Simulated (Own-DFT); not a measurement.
## Calculated data, Si3Ge (layered order of Si and Ge on the diamond lattice, atoms displaced), InGa3As4 (zincblende random alloy, strained, atoms displaced)

All values are calculated (Own-DFT development build). A calculation, not a measurement: plane-wave density functional theory by an unreviewed code, no spin, of a simulated periodic cell, stress positive in tension, run twice, with PBE and with PBEsol, both on files made for PBE, so the change isn't that of files made for PBEsol, forces on such cells passed a denser k mesh, this cell's mesh not checked; the far tail of each file's local potential was reset to the Coulomb form; each entry is a single point on an unrelaxed cell, so the pressure reflects the starting lattice, mostly measured values (interpolated for alloys), from which strain is counted, and rises with the displacements; printed positions are rounded, which can move forces by about a meV/angstrom; the program, named Own-DFT, is a retired in-house code; no spin-orbit coupling; stress was not checked against mesh or cutoff.

Common to all runs: functional PBE, then PBEsol; potential files PseudoDojo norm-conserving, scalar-relativistic, standard set; wave cutoff 42 hartree; occupations Fermi-Dirac; smearing width 0.1 eV; k mesh 3 x 3 x 3 centred on Gamma.

(1) Si3Ge (layered order of Si and Ge on the diamond lattice, atoms displaced)

```cif
# cell vector a (Å): 10.9755 0.0000 0.0000
# cell vector b (Å): 0.0000 10.9755 0.0000
# cell vector c (Å): 0.0000 0.0000 10.9755
data_Si3Ge
_symmetry_space_group_name_H-M 'P 1'
_symmetry_Int_Tables_number 1
_cell_length_a 10.9755
_cell_length_b 10.9755
_cell_length_c 10.9755
_cell_angle_alpha 90.000
_cell_angle_beta 90.000
_cell_angle_gamma 90.000
_cell_volume 1322.13
loop_
_atom_site_label
_atom_site_type_symbol
_atom_site_fract_x
_atom_site_fract_y
_atom_site_fract_z
_atom_site_occupancy
Ge1 Ge 0.99952 0.00169 0.00456 1
Si1 Si 0.99759 0.24977 0.25489 1
Si2 Si 0.25128 0.00175 0.24949 1
Ge2 Ge 0.25325 0.24696 0.99889 1
Ge3 Ge 0.12740 0.12714 0.12612 1
Si3 Si 0.12337 0.37602 0.37767 1
Si4 Si 0.37972 0.12686 0.37672 1
Ge4 Ge 0.37372 0.37321 0.12318 1
Si5 Si 0.99862 0.00031 0.49751 1
Si6 Si 0.00499 0.24904 0.74921 1
Si7 Si 0.25254 0.99551 0.74982 1
Si8 Si 0.24939 0.25079 0.50113 1
Si9 Si 0.12025 0.13078 0.62669 1
Si10 Si 0.12573 0.37483 0.87497 1
Si11 Si 0.37806 0.12160 0.87365 1
Si12 Si 0.37314 0.37221 0.63002 1
Ge5 Ge 0.99898 0.49950 0.00395 1
Si13 Si 0.99936 0.75107 0.25202 1
Si14 Si 0.24880 0.49798 0.25106 1
Ge6 Ge 0.25402 0.74780 0.99923 1
Ge7 Ge 0.12966 0.62765 0.12500 1
Si15 Si 0.12452 0.87228 0.37569 1
Si16 Si 0.37220 0.62306 0.37791 1
Ge8 Ge 0.37364 0.87413 0.12714 1
Si17 Si 0.00272 0.50350 0.49996 1
Si18 Si 0.99958 0.75002 0.74963 1
Si19 Si 0.24921 0.50349 0.74910 1
Si20 Si 0.24957 0.75114 0.50187 1
Si21 Si 0.12440 0.62723 0.62669 1
Si22 Si 0.12580 0.87221 0.87986 1
Si23 Si 0.37622 0.61820 0.87316 1
Si24 Si 0.37602 0.87609 0.62420 1
Ge9 Ge 0.49500 0.00528 0.00317 1
Si25 Si 0.50106 0.25477 0.25088 1
Si26 Si 0.74312 0.00138 0.24532 1
Ge10 Ge 0.75024 0.24996 0.99770 1
Ge11 Ge 0.62048 0.12926 0.12537 1
Si27 Si 0.62156 0.37829 0.37144 1
Si28 Si 0.87402 0.12319 0.37520 1
Ge12 Ge 0.87327 0.37202 0.12437 1
Si29 Si 0.50150 0.99872 0.49794 1
Si30 Si 0.49770 0.25099 0.75057 1
Si31 Si 0.75670 0.00115 0.74895 1
Si32 Si 0.75133 0.25345 0.50175 1
Si33 Si 0.62593 0.12081 0.62578 1
Si34 Si 0.62620 0.37605 0.87163 1
Si35 Si 0.87558 0.12276 0.87489 1
Si36 Si 0.87448 0.37686 0.62423 1
Ge13 Ge 0.50075 0.49951 0.99894 1
Si37 Si 0.50164 0.75532 0.25430 1
Si38 Si 0.74941 0.49920 0.25212 1
Ge14 Ge 0.75055 0.75276 0.99973 1
Ge15 Ge 0.62896 0.62541 0.12195 1
Si39 Si 0.62742 0.87804 0.37332 1
Si40 Si 0.87349 0.62405 0.37554 1
Ge16 Ge 0.87972 0.87022 0.12380 1
Si41 Si 0.49513 0.49846 0.50201 1
Si42 Si 0.50626 0.75154 0.75076 1
Si43 Si 0.74982 0.49999 0.74767 1
Si44 Si 0.74994 0.74962 0.49908 1
Si45 Si 0.62431 0.63014 0.62952 1
Si46 Si 0.62271 0.87200 0.87426 1
Si47 Si 0.87722 0.62831 0.88112 1
Si48 Si 0.87276 0.87759 0.62745 1
```

* PBE pressure: 2.44 GPa
* PBE stress xx: -2.42 GPa
* PBE stress yy: -2.44 GPa
* PBE stress zz: -2.48 GPa
* PBE stress yz: -0.1 GPa
* PBE stress xz: -0.31 GPa
* PBE stress xy: -0.04 GPa
* PBEsol pressure: 0.66 GPa
* PBEsol stress xx: -0.63 GPa
* PBEsol stress yy: -0.65 GPa
* PBEsol stress zz: -0.69 GPa
* PBEsol stress yz: -0.12 GPa
* PBEsol stress xz: -0.31 GPa
* PBEsol stress xy: -0.03 GPa
* rms change of force components from PBE to PBEsol: 0.043 eV/Å

Force:
```tsv
force element	PBE force x (eV/Å)	PBE force y (eV/Å)	PBE force z (eV/Å)	PBEsol force x (eV/Å)	PBEsol force y (eV/Å)	PBEsol force z (eV/Å)
Ge	0.361	-0.089	-0.941	0.354	-0.094	-0.838
Si	0.272	-0.025	0.07	0.268	-0.02	-0.027
Si	-0.093	-0.138	0.97	-0.091	-0.135	0.86
Ge	-0.264	0.09	-0.974	-0.256	0.092	-0.864
Ge	-0.352	0.142	0.854	-0.342	0.138	0.751
Si	0.147	-0.101	-0.172	0.144	-0.103	-0.175
Si	-0.454	0.018	-0.165	-0.446	0.019	-0.172
Ge	0.158	0.356	0.793	0.152	0.34	0.692
Si	0.163	-0.081	0.486	0.167	-0.082	0.48
Si	-1.138	0.648	0.563	-1.136	0.648	0.571
Si	-0.659	0.556	0.085	-0.66	0.55	0.088
Si	0.052	-0.103	0.022	0.053	-0.103	0.014
Si	0.972	-1.313	-0.615	0.964	-1.307	-0.611
Si	0.095	0.197	-0.281	0.098	0.196	-0.179
Si	-0.574	0.372	-0.83	-0.562	0.36	-0.715
Si	-0.183	0.376	-0.505	-0.185	0.369	-0.492
Ge	0.423	0.069	-0.658	0.41	0.065	-0.567
Si	0.268	-0.594	0.48	0.258	-0.584	0.372
Si	0.087	0.095	0.411	0.087	0.093	0.305
Ge	0.195	-0.044	-0.771	0.185	-0.043	-0.664
Ge	-0.56	-0.358	0.874	-0.542	-0.344	0.774
Si	0.188	0.614	-0.005	0.191	0.606	-0.013
Si	0.209	0.31	-0.284	0.204	0.308	-0.294
Ge	0.192	0.12	0.506	0.185	0.119	0.411
Si	-0.37	-0.174	0.209	-0.363	-0.167	0.207
Si	-0.06	0.225	0.393	-0.062	0.226	0.391
Si	-0.199	-0.588	0.049	-0.204	-0.58	0.049
Si	0.033	-0.168	-0.029	0.034	-0.165	-0.029
Si	0.068	0.085	-0.174	0.068	0.085	-0.171
Si	-0.105	0.329	-0.923	-0.102	0.321	-0.809
Si	0.245	0.982	-0.549	0.256	0.968	-0.443
Si	0.309	-0.299	-0.009	0.313	-0.3	-0.008
Ge	0.623	-1.012	-0.713	0.613	-0.987	-0.612
Si	-0.41	-0.263	0.41	-0.411	-0.265	0.295
Si	1.105	-0.13	0.499	1.087	-0.113	0.389
Ge	-0.259	-0.18	-0.691	-0.25	-0.169	-0.59
Ge	0.317	0.105	0.316	0.304	0.097	0.226
Si	0.379	-0.048	0.94	0.375	-0.045	0.928
Si	-0.548	0.073	-0.119	-0.553	0.063	-0.125
Ge	0.109	0.168	1.051	0.104	0.163	0.943
Si	0.053	0.085	0.272	0.051	0.079	0.266
Si	0.598	-0.506	0.04	0.594	-0.5	0.047
Si	-1.16	-0.224	0.499	-1.152	-0.22	0.506
Si	-0.477	-0.386	-0.416	-0.476	-0.378	-0.416
Si	0	0.654	-0.06	-0.003	0.643	-0.055
Si	-0.129	-0.117	-0.353	-0.129	-0.116	-0.248
Si	0.418	0.405	-0.429	0.419	0.406	-0.32
Si	0.536	-0.017	0.138	0.538	-0.019	0.14
Ge	0.211	-0.237	-0.331	0.208	-0.233	-0.247
Si	-0.088	-0.968	0.097	-0.099	-0.955	0.005
Si	0.077	0.087	0.003	0.08	0.086	-0.099
Ge	-0.066	-0.058	-0.697	-0.059	-0.063	-0.595
Ge	-0.562	0.16	1.222	-0.545	0.162	1.112
Si	-0.031	-0.224	0.339	-0.02	-0.219	0.336
Si	0.246	0.105	-0.021	0.243	0.101	-0.029
Ge	-0.788	0.787	1.004	-0.776	0.774	0.894
Si	0.448	0.236	0.327	0.446	0.231	0.331
Si	-1.372	-0.204	0.039	-1.372	-0.201	0.049
Si	0.336	0.533	0.468	0.338	0.535	0.47
Si	-0.051	0.271	0.24	-0.05	0.267	0.234
Si	0.201	-0.847	-0.956	0.199	-0.842	-0.949
Si	0.502	1.313	0.023	0.51	1.305	0.121
Si	-0.236	-0.543	-1.317	-0.24	-0.537	-1.198
Si	0.592	-0.526	-0.706	0.586	-0.526	-0.702
```

(2) InGa3As4 (zincblende random alloy, strained, atoms displaced)

```cif
# cell vector a (Å): 11.2803 0.1577 0.0196
# cell vector b (Å): 0.1577 11.3397 0.1401
# cell vector c (Å): 0.0196 0.1401 11.3818
data_InGa3As4
_symmetry_space_group_name_H-M 'P 1'
_symmetry_Int_Tables_number 1
_cell_length_a 11.2814
_cell_length_b 11.3417
_cell_length_c 11.3827
_cell_angle_alpha 88.586
_cell_angle_beta 89.792
_cell_angle_gamma 88.401
_cell_volume 1455.40
loop_
_atom_site_label
_atom_site_type_symbol
_atom_site_fract_x
_atom_site_fract_y
_atom_site_fract_z
_atom_site_occupancy
Ga1 Ga 0.00130 0.00369 0.98987 1
In1 In 0.99843 0.24698 0.24948 1
Ga2 Ga 0.25586 0.99202 0.25688 1
Ga3 Ga 0.24751 0.25050 0.99454 1
As1 As 0.12102 0.12221 0.12944 1
As2 As 0.12918 0.37856 0.37856 1
As3 As 0.36702 0.12564 0.37953 1
As4 As 0.37730 0.36650 0.13060 1
Ga4 Ga 0.00003 0.99744 0.50087 1
In2 In 0.00841 0.24857 0.74954 1
Ga5 Ga 0.25450 0.00301 0.74781 1
Ga6 Ga 0.25509 0.25368 0.49730 1
As5 As 0.12845 0.12483 0.62748 1
As6 As 0.12189 0.38123 0.86449 1
As7 As 0.38321 0.12180 0.87354 1
As8 As 0.38302 0.37876 0.61964 1
Ga7 Ga 0.00158 0.49625 0.00470 1
Ga8 Ga 0.99791 0.74966 0.25170 1
Ga9 Ga 0.24662 0.49294 0.24717 1
In3 In 0.24792 0.74437 0.00078 1
As9 As 0.12636 0.62185 0.12055 1
As10 As 0.13755 0.87286 0.37080 1
As11 As 0.37600 0.63377 0.37039 1
As12 As 0.37196 0.87983 0.12618 1
Ga10 Ga 0.00426 0.50291 0.49429 1
Ga11 Ga 0.00376 0.74946 0.75098 1
In4 In 0.24585 0.49832 0.74506 1
Ga12 Ga 0.25459 0.74974 0.49433 1
As13 As 0.12322 0.63143 0.62705 1
As14 As 0.11525 0.88100 0.86819 1
As15 As 0.37342 0.61686 0.87773 1
As16 As 0.37151 0.88028 0.62197 1
Ga13 Ga 0.49415 0.00081 0.99937 1
In5 In 0.49668 0.24680 0.24656 1
Ga14 Ga 0.74161 0.00347 0.24837 1
In6 In 0.75157 0.25400 0.99874 1
As17 As 0.62595 0.13034 0.12597 1
As18 As 0.62879 0.36766 0.37261 1
As19 As 0.87257 0.11898 0.37428 1
As20 As 0.87715 0.37453 0.12255 1
Ga15 Ga 0.49249 0.00657 0.50318 1
Ga16 Ga 0.50483 0.25710 0.74883 1
Ga17 Ga 0.75255 0.00019 0.75314 1
In7 In 0.74906 0.26382 0.50313 1
As21 As 0.62872 0.13124 0.63288 1
As22 As 0.62437 0.37240 0.87255 1
As23 As 0.87705 0.12035 0.88077 1
As24 As 0.87254 0.37724 0.62423 1
Ga18 Ga 0.50172 0.50397 0.99651 1
In8 In 0.50270 0.75055 0.25163 1
Ga19 Ga 0.75329 0.49513 0.24665 1
Ga20 Ga 0.75084 0.74970 0.00326 1
As25 As 0.62478 0.61880 0.13326 1
As26 As 0.62835 0.87152 0.37132 1
As27 As 0.87363 0.62695 0.37751 1
As28 As 0.87594 0.87367 0.12469 1
Ga21 Ga 0.49694 0.49616 0.49583 1
Ga22 Ga 0.49869 0.75331 0.75342 1
Ga23 Ga 0.75980 0.50270 0.74768 1
Ga24 Ga 0.75003 0.75709 0.49339 1
As29 As 0.62381 0.61959 0.62429 1
As30 As 0.62468 0.87531 0.87197 1
As31 As 0.86617 0.62732 0.87608 1
As32 As 0.87173 0.86781 0.62654 1
```

- PBE pressure: 8.95 GPa
- PBE stress xx: -9.23 GPa
- PBE stress yy: -8.89 GPa
- PBE stress zz: -8.72 GPa
- PBE stress yz: 2.05 GPa
- PBE stress xz: -0.13 GPa
- PBE stress xy: 2.8 GPa
- PBEsol pressure: 5.65 GPa
- PBEsol stress xx: -5.94 GPa
- PBEsol stress yy: -5.59 GPa
- PBEsol stress zz: -5.41 GPa
- PBEsol stress yz: 1.99 GPa
- PBEsol stress xz: -0.12 GPa
- PBEsol stress xy: 2.69 GPa
- rms change of force components from PBE to PBEsol: 0.04 eV/Å

Force:
```tsv
force element	PBE force x (eV/Å)	PBE force y (eV/Å)	PBE force z (eV/Å)	PBEsol force x (eV/Å)	PBEsol force y (eV/Å)	PBEsol force z (eV/Å)
Ga	0.421	-0.747	2.068	0.39	-0.723	1.983
In	0.371	0.484	1.432	0.347	0.457	1.368
Ga	-0.153	1.39	-0.64	-0.162	1.332	-0.622
Ga	0.088	-0.274	0.382	0.086	-0.27	0.37
As	1.822	-1.379	-1.831	1.758	-1.318	-1.767
As	-0.157	-0.037	-0.01	-0.144	-0.034	-0.012
As	-0.128	-0.806	-0.257	-0.105	-0.775	-0.242
As	-2.441	2.794	-3.172	-2.363	2.707	-3.054
Ga	0.374	-0.341	0.129	0.349	-0.324	0.114
In	-1.542	-0.184	0.332	-1.494	-0.171	0.314
Ga	-0.06	-0.185	0.634	-0.069	-0.177	0.589
Ga	-0.322	0.036	1.164	-0.317	0.029	1.111
As	0.96	-0.92	-2.204	0.937	-0.88	-2.106
As	-0.357	-0.654	3.276	-0.338	-0.647	3.169
As	-1.149	1.166	-0.715	-1.111	1.124	-0.678
As	-0.396	-1.362	-0.343	-0.381	-1.313	-0.326
Ga	-0.148	0.674	-0.746	-0.15	0.652	-0.728
Ga	0.593	-0.125	-0.007	0.56	-0.125	-0.022
Ga	0.744	0.695	0.1	0.708	0.666	0.085
In	0.375	1.774	-0.65	0.354	1.702	-0.63
As	-1.838	-1.178	1.783	-1.764	-1.145	1.725
As	-2.081	-0.25	0.458	-1.987	-0.242	0.451
As	-1.567	-2.731	1.119	-1.504	-2.631	1.102
As	0.105	0.629	-0.796	0.112	0.601	-0.75
Ga	-0.248	0.193	1.025	-0.253	0.185	0.983
Ga	-0.873	-0.03	0.403	-0.854	-0.02	0.373
In	1.695	0.504	-0.347	1.631	0.493	-0.333
Ga	-0.056	-0.054	1.123	-0.059	-0.038	1.061
As	-0.699	0.781	-2.044	-0.663	0.745	-1.96
As	0.912	-0.069	-0.508	0.885	-0.071	-0.477
As	1.201	0.742	-1.067	1.162	0.725	-1.015
As	0.188	-0.928	0.179	0.189	-0.883	0.183
Ga	1.272	-0.399	0.637	1.217	-0.381	0.597
In	1.045	-1.045	2.486	1.016	-1.009	2.399
Ga	0.96	-0.559	0.121	0.923	-0.542	0.114
In	0.374	-0.446	0.344	0.354	-0.44	0.333
As	-0.212	-2.361	-1.098	-0.198	-2.276	-1.04
As	-1.863	2.901	-1.785	-1.798	2.806	-1.717
As	-0.599	-0.812	0.526	-0.565	-0.762	0.51
As	-0.254	1.661	-0.082	-0.241	1.6	-0.071
Ga	1.356	-0.232	0.191	1.278	-0.229	0.181
Ga	-0.303	-0.521	0.289	-0.279	-0.511	0.27
Ga	0.191	-0.091	-0.054	0.17	-0.089	-0.056
In	1.161	-2.555	0.658	1.114	-2.481	0.637
As	-0.899	-1.224	-0.204	-0.863	-1.158	-0.185
As	-0.801	1.995	-1.164	-0.767	1.922	-1.114
As	-0.698	-0.232	-1.544	-0.656	-0.218	-1.484
As	1.625	1.792	0.308	1.57	1.728	0.307
Ga	0.474	-0.93	1.016	0.449	-0.903	0.974
In	0.346	0.78	-0.672	0.328	0.749	-0.647
Ga	0.25	0.108	0.815	0.222	0.103	0.773
Ga	-0.491	0.112	0.431	-0.471	0.105	0.401
As	0.737	-0.504	-2.119	0.719	-0.48	-2.042
As	-0.255	2.191	0.993	-0.234	2.108	0.95
As	-0.114	-0.312	-0.677	-0.091	-0.294	-0.651
As	-0.178	0.619	-0.315	-0.172	0.588	-0.3
Ga	0.983	0.934	-0.63	0.947	0.9	-0.601
Ga	-0.001	-0.535	-0.399	0	-0.517	-0.393
Ga	-0.949	-0.026	0.339	-0.929	-0.026	0.312
Ga	0.034	-1.007	1.27	0.032	-0.978	1.215
As	-0.133	0.722	-0.398	-0.115	0.696	-0.374
As	-0.192	0.011	0.666	-0.182	0.011	0.651
As	1.299	-0.308	0.057	1.265	-0.303	0.057
As	0.2	0.667	-0.278	0.208	0.65	-0.265
```

(3) InGa3As4 (zincblende random alloy, strained, atoms displaced)

```cif
# cell vector a (Å): 11.7057 0.1135 -0.1303
# cell vector b (Å): 0.1135 11.6470 0.0425
# cell vector c (Å): -0.1303 0.0425 11.4633
data_InGa3As4
_symmetry_space_group_name_H-M 'P 1'
_symmetry_Int_Tables_number 1
_cell_length_a 11.7070
_cell_length_b 11.6476
_cell_length_c 11.4641
_cell_angle_alpha 89.585
_cell_angle_beta 91.287
_cell_angle_gamma 88.889
_cell_volume 1562.50
loop_
_atom_site_label
_atom_site_type_symbol
_atom_site_fract_x
_atom_site_fract_y
_atom_site_fract_z
_atom_site_occupancy
Ga1 Ga 0.99914 0.99416 0.99404 1
Ga2 Ga 0.00291 0.25247 0.25214 1
In1 In 0.25735 0.99825 0.24498 1
Ga3 Ga 0.25468 0.25219 0.00582 1
As1 As 0.11800 0.12494 0.12789 1
As2 As 0.12513 0.37623 0.38138 1
As3 As 0.37034 0.11962 0.37697 1
As4 As 0.37631 0.37507 0.12375 1
Ga4 Ga 0.99636 0.99167 0.50498 1
In2 In 0.99617 0.24719 0.75179 1
Ga5 Ga 0.25202 0.00103 0.75828 1
Ga6 Ga 0.25295 0.25026 0.49871 1
As5 As 0.12363 0.12339 0.62825 1
As6 As 0.12738 0.37449 0.86843 1
As7 As 0.37668 0.12963 0.87628 1
As8 As 0.37026 0.37214 0.62872 1
Ga7 Ga 0.99989 0.49689 0.00035 1
In3 In 0.00477 0.75679 0.25074 1
In4 In 0.24856 0.50122 0.24616 1
Ga8 Ga 0.24919 0.74863 0.00690 1
As9 As 0.13534 0.62223 0.12665 1
As10 As 0.12045 0.88027 0.37597 1
As11 As 0.37685 0.61794 0.37502 1
As12 As 0.37299 0.87825 0.13417 1
In5 In 0.00361 0.50117 0.49829 1
Ga9 Ga 0.99936 0.74703 0.74520 1
Ga10 Ga 0.25143 0.49589 0.74280 1
In6 In 0.24630 0.75212 0.49569 1
As13 As 0.13368 0.62248 0.62070 1
As14 As 0.11991 0.87007 0.88268 1
As15 As 0.37740 0.62323 0.86965 1
As16 As 0.36910 0.87948 0.62808 1
Ga11 Ga 0.50110 0.00312 0.00494 1
In7 In 0.50039 0.24409 0.25721 1
Ga12 Ga 0.74630 0.99806 0.24752 1
In8 In 0.74344 0.24909 0.00453 1
As17 As 0.62820 0.11985 0.13410 1
As18 As 0.63099 0.37311 0.37916 1
As19 As 0.86993 0.12961 0.37362 1
As20 As 0.87539 0.37438 0.12595 1
Ga13 Ga 0.50814 0.00505 0.50608 1
Ga14 Ga 0.50516 0.24344 0.74928 1
Ga15 Ga 0.74876 0.00151 0.75347 1
Ga16 Ga 0.74571 0.25137 0.49632 1
As21 As 0.62767 0.11880 0.62586 1
As22 As 0.62743 0.37516 0.86920 1
As23 As 0.87114 0.12627 0.87254 1
As24 As 0.88003 0.37716 0.63039 1
Ga17 Ga 0.49215 0.50090 0.99208 1
Ga18 Ga 0.49572 0.74947 0.25129 1
Ga19 Ga 0.75734 0.50459 0.25169 1
Ga20 Ga 0.74783 0.74724 0.00393 1
As25 As 0.62612 0.62992 0.12029 1
As26 As 0.61927 0.87250 0.37035 1
As27 As 0.87369 0.62987 0.37595 1
As28 As 0.87508 0.87288 0.12780 1
Ga21 Ga 0.49903 0.49794 0.49191 1
Ga22 Ga 0.51214 0.74736 0.75640 1
Ga23 Ga 0.74598 0.51046 0.75176 1
Ga24 Ga 0.75325 0.75198 0.50598 1
As29 As 0.62077 0.62142 0.62417 1
As30 As 0.63008 0.88158 0.87313 1
As31 As 0.86957 0.62555 0.86429 1
As32 As 0.88222 0.87388 0.62620 1
```

- PBE pressure: 3.08 GPa
- PBE stress xx: -2.64 GPa
- PBE stress yy: -3.01 GPa
- PBE stress zz: -3.58 GPa
- PBE stress yz: 0.53 GPa
- PBE stress xz: -1.67 GPa
- PBE stress xy: 1.54 GPa
- PBEsol pressure: 0.2 GPa
- PBEsol stress xx: 0.25 GPa
- PBEsol stress yy: -0.12 GPa
- PBEsol stress zz: -0.73 GPa
- PBEsol stress yz: 0.52 GPa
- PBEsol stress xz: -1.61 GPa
- PBEsol stress xy: 1.49 GPa
- rms change of force components from PBE to PBEsol: 0.035 eV/Å

Force:
```tsv
force element	PBE force x (eV/Å)	PBE force y (eV/Å)	PBE force z (eV/Å)	PBEsol force x (eV/Å)	PBEsol force y (eV/Å)	PBEsol force z (eV/Å)
Ga	-0.607	0.517	0.675	-0.586	0.495	0.65
Ga	-0.188	-0.082	0.342	-0.188	-0.074	0.319
In	-2.218	0.907	1.255	-2.149	0.883	1.22
Ga	-0.684	-0.173	-0.352	-0.651	-0.152	-0.353
As	-0.176	0.622	-1.19	-0.148	0.592	-1.133
As	0.609	-1.579	-1.176	0.59	-1.517	-1.135
As	0.677	0.688	1.778	0.671	0.673	1.705
As	0.487	0.003	-0.936	0.454	-0.006	-0.894
Ga	0.287	1.247	-0.384	0.283	1.198	-0.369
In	0.68	-0.382	0.221	0.659	-0.355	0.201
Ga	-0.366	-0.172	-0.106	-0.349	-0.155	-0.129
Ga	-0.332	-0.47	0.441	-0.325	-0.439	0.423
As	0.805	-0.778	-0.991	0.768	-0.754	-0.935
As	0.719	0.743	1.28	0.687	0.703	1.238
As	0.002	-0.232	0.323	0.005	-0.237	0.322
As	1.067	-0.235	-0.744	1.016	-0.232	-0.72
Ga	0.169	0.205	-0.433	0.164	0.19	-0.427
In	0.084	-1.491	-0.033	0.073	-1.426	-0.027
In	0.949	-1.883	1.431	0.925	-1.81	1.383
Ga	0.569	-0.021	-0.43	0.528	-0.017	-0.408
As	-2.354	1.46	-2.286	-2.265	1.419	-2.19
As	-0.011	1.427	0.312	-0.004	1.342	0.301
As	0.848	1.07	-0.232	0.808	1.029	-0.226
As	1.941	-2.088	-2.719	1.87	-2.023	-2.605
In	-0.898	0.02	0.727	-0.859	0.022	0.703
Ga	0.665	-0.471	0.404	0.625	-0.441	0.384
Ga	-0.089	0.224	0.804	-0.09	0.215	0.759
In	1.021	-0.054	0.261	0.975	-0.052	0.26
As	-0.674	0.342	1.613	-0.654	0.317	1.54
As	0.623	-0.076	-0.839	0.598	-0.067	-0.794
As	-0.693	0.74	-0.081	-0.646	0.691	-0.06
As	1.507	0.217	0.613	1.448	0.206	0.592
Ga	-0.021	-0.198	-0.181	-0.017	-0.171	-0.178
In	-0.151	0.329	0.087	-0.144	0.317	0.075
Ga	0.821	-0.668	0.855	0.781	-0.629	0.813
In	0.356	-0.296	0.039	0.352	-0.282	0.025
As	-0.703	-0.587	-0.914	-0.678	-0.566	-0.878
As	-0.157	1.434	-0.441	-0.165	1.359	-0.414
As	0.361	-0.614	0.08	0.338	-0.595	0.081
As	0.687	0.866	0.583	0.664	0.826	0.57
Ga	-1.039	-1.02	-0.457	-1.01	-0.974	-0.449
Ga	-0.209	0.377	-0.002	-0.207	0.371	0.002
Ga	0.72	-0.316	-0.213	0.684	-0.289	-0.201
Ga	1.035	-0.356	1.24	0.998	-0.338	1.174
As	0.307	1.029	-0.135	0.284	0.983	-0.126
As	-1.127	0.97	-0.521	-1.088	0.922	-0.488
As	-0.143	-1.462	0.677	-0.135	-1.413	0.652
As	-2.458	0.771	-0.953	-2.354	0.737	-0.919
Ga	0.88	-0.476	0.486	0.84	-0.449	0.455
Ga	0.316	-0.561	0.012	0.304	-0.521	0.01
Ga	-0.448	-0.114	-0.148	-0.423	-0.102	-0.146
Ga	0.566	0.494	-0.583	0.538	0.486	-0.566
As	-0.699	-0.777	0.453	-0.662	-0.742	0.439
As	0.55	0.322	0.733	0.534	0.315	0.71
As	-0.893	0.281	-0.165	-0.843	0.257	-0.155
As	-1.228	1.235	-1.527	-1.177	1.181	-1.465
Ga	0.255	-0.626	0.999	0.245	-0.589	0.955
Ga	-0.87	0.461	-0.471	-0.843	0.442	-0.464
Ga	0.131	-1.341	-0.558	0.131	-1.284	-0.542
Ga	-0.533	-0.126	-0.285	-0.507	-0.124	-0.289
As	0.101	0.528	-0.528	0.116	0.51	-0.478
As	-0.399	-0.475	0.731	-0.38	-0.475	0.707
As	0.739	0.477	1.329	0.702	0.45	1.28
As	-1.163	0.192	0.231	-1.11	0.17	0.215
```
